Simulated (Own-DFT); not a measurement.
# Computed records: Si₁₂O₂₃ (quartz with two neutral oxygen vacancies, strained, atoms displaced)

All values are calculated (Own-DFT development build). A calculation, not a measurement: plane-wave PBE and HSE06 DFT by an unreviewed code, no spin, of a simulated cell at Gamma alone, so results move with cell size and shape, stress positive in tension, energies less offsets, not probed for a lower state with spin; oxygen file: force components 24 meV/angstrom off all-electron in a glass; k mesh not checked against a denser one; forces and stress are PBE's, HSE06 gives the energy alone, and its difference from PBE has offsets of its own; offsets are fitted by least squares, one for each functional and potential file, so energies compare only between cells with the same atoms and settings and are not formation energies; the far tail of each file's local potential was reset to the Coulomb form; each entry is a single point on an unrelaxed cell, so the pressure reflects the starting lattice, mostly measured values (interpolated for alloys), from which strain is counted, and rises with the displacements; printed positions are rounded, which can move forces by about a meV/angstrom; the program, named Own-DFT, is a retired in-house code; no spin-orbit coupling.

```xyz
70
Lattice="9.8993 0.0312 0.1774 -4.9227 8.3466 -0.1692 0.1951 -0.1023 10.6949" Properties=species:S:1:pos:R:3:force_x:R:1:force_y:R:1:force_z:R:1 formula=Si12O23 first_functional=PBE second_functional=HSE06 exact_exchange_share=0.25 screening=0.11 exchange_divergence=Gygi-Baldereschi potential_files=PseudoDojo_norm-conserving,scalar-relativistic,made_for_PBE,standard_set wave_cutoff=48 occupations=fixed k_mesh=1_x_1_x_1_centred_on_Gamma PBE_energy_of_cell_above_offsets=-18.375 HSE06_less_PBE_above_offsets=-0.545 PBE_pressure=13.04 PBE_stress_xx=-9.27 PBE_stress_yy=-14.88 PBE_stress_zz=-14.98 PBE_stress_yz=-3.24 PBE_stress_xz=7.59 PBE_stress_xy=-2.49
Si     2.5345    -0.0602    10.7322      1.693     -4.116      2.202
Si     8.8038     1.9577     3.6854     -0.079      1.011     -0.178
Si     1.3222     2.2066     1.7791       2.89      2.154      0.694
O      1.4255     1.0533     0.7111     -2.098        1.7      0.201
O      2.8524     2.4516     2.4656     -1.241     -0.308      -0.22
O      3.3767     0.5729     4.2700      0.954     -0.244     -0.739
O     -0.9730     3.0785     4.6422     -1.723     -1.867     -0.668
O      0.3451     1.6587     2.8717     -0.677     -0.469      1.179
O      0.8324     3.6092     1.1025      0.554      -0.76      0.571
Si    -2.4659     8.2772     5.2071     -0.524      1.685      2.056
Si     8.8454     1.9264     8.9721      1.612      -0.15      3.242
Si     1.3871     2.1321     7.1556      3.848      1.599     -1.246
O      1.4566     1.1231     5.9541      0.778     -2.536     -1.627
O      2.8987     2.3247     7.7919      0.228     -0.058      0.268
O      3.4296     0.5044     9.6272      2.332      1.291     -2.377
O     -0.9130     2.9460    10.0750     -0.602     -0.889     -1.374
O      0.4679     1.6487     8.2719     -2.988     -1.329      2.802
O      0.9229     3.4910     6.4908     -1.252      1.944     -0.833
Si     0.0622     4.0721    10.6353     -0.177     -0.999      0.612
Si    -3.5389     6.1013     3.4386     -0.156      1.156     -2.622
Si    -1.1219     6.3425     1.6325      1.815       2.54      4.574
O     -1.0643     5.2760     0.5977     -0.492     -3.205     -3.648
O      0.3539     6.5296     2.3455      0.417      0.274      0.006
O      0.8938     4.6917     4.1738      1.095      1.208     -0.864
O     -3.3864     7.2006     4.5556     -1.408     -0.245      0.846
O     -2.0719     5.9519     2.8276     -0.831     -1.484      1.341
O     -1.6375     7.6965     1.1079     -1.686      3.512     -2.868
Si    -0.0664     4.1479     5.3186      4.032     -2.808      0.244
Si     6.3705     6.1360     8.9526      1.647     -2.649     -1.355
Si    -1.0066     6.3045     7.0433      1.123      2.724      1.503
O     -0.9395     5.2130     5.9450     -2.225       1.24     -0.235
O      0.4396     6.5663     7.7416      0.767     -0.139     -0.022
O      0.9275     4.7192     9.4969      1.166     -0.172     -1.114
O     -3.3103     7.1653     9.8802     -0.889      0.804      1.561
O     -2.0160     5.8447     8.1500      -2.15      -0.65      1.343
O     -1.5126     7.6944     6.3766     -0.062      0.137      0.002
Si     2.3518     8.3547    -0.0364     -2.321      2.534      3.402
Si     3.8668     1.9529     3.6742     -1.141     -0.306     -3.303
Si     6.3076     2.1960     1.9213      2.933      1.037     -7.565
O      7.7919     2.4723     2.5282      0.296      0.398      0.489
O      8.3090     0.6032     4.3408      0.353     -0.436     -0.511
O      3.9618     3.0771     4.7378       0.91      2.048       2.39
O      5.3098     1.7717     2.9539     -3.169     -1.808      4.185
Si     2.4593     8.2937     5.2760      1.308      1.066       2.23
Si     3.9828     1.8840     8.9542     -3.009     -0.597     -0.864
Si     6.3863     2.1760     7.1747      1.203     -1.133      3.381
O      6.4254     1.1007     6.0728      0.219     -1.903     -1.947
O      7.8490     2.3722     7.8731     -1.017      0.914     -1.761
O      8.3189     0.5874     9.7035      1.359      0.042     -1.906
O      4.0531     2.9785    10.0779     -0.766      0.858      0.998
O      5.4047     1.6966     8.3571      1.716      -0.76     -0.615
O      5.9001     3.5086     6.6018     -1.137      3.474      -1.76
Si     5.0371     4.0947    10.6983      0.346     -2.672      3.763
Si     1.3920     6.0981     3.5095     -1.608     -0.492      0.129
Si     3.7619     6.4067     1.7951      4.577      1.004     -0.289
O      3.8998     5.3339     0.6388     -0.506     -0.408     -1.062
O      5.3369     6.6222     2.4396     -1.444      -0.25     -0.159
O      5.8485     4.8071     4.2861      0.823     -1.106     -0.577
O      1.5049     7.2548     4.6535     -1.845     -2.278     -1.307
O      2.8443     5.8484     2.8968     -1.141     -0.956      1.981
O      3.3047     7.7869     1.1590      0.209      0.274     -0.146
Si     4.9998     4.1599     5.4180     -2.678     -0.823      1.174
Si     1.5484     6.0543     8.8662     -2.252     -0.332     -1.686
Si     3.9777     6.3284     7.1514     -1.475      4.192      0.129
O      4.0125     5.2878     6.0794      1.088     -4.727     -4.527
O      5.3610     6.5958     7.7851      2.692      0.771      1.375
O      5.9366     4.6504     9.5555      1.608      2.164     -2.372
O      1.5838     7.1482     9.9957     -0.034       0.57       1.13
O      2.9789     5.8182     8.2192     -1.432     -0.908      2.223
O      3.4383     7.6819     6.4261     -0.359      0.647      0.117
```

Units: screening in 1/bohr; wave_cutoff in hartree; PBE_energy_of_cell_above_offsets, HSE06_less_PBE_above_offsets in eV; PBE_pressure, PBE_stress_xx, PBE_stress_yy, PBE_stress_zz, PBE_stress_yz, PBE_stress_xz, PBE_stress_xy in GPa; force_x, force_y, force_z in eV/Å.
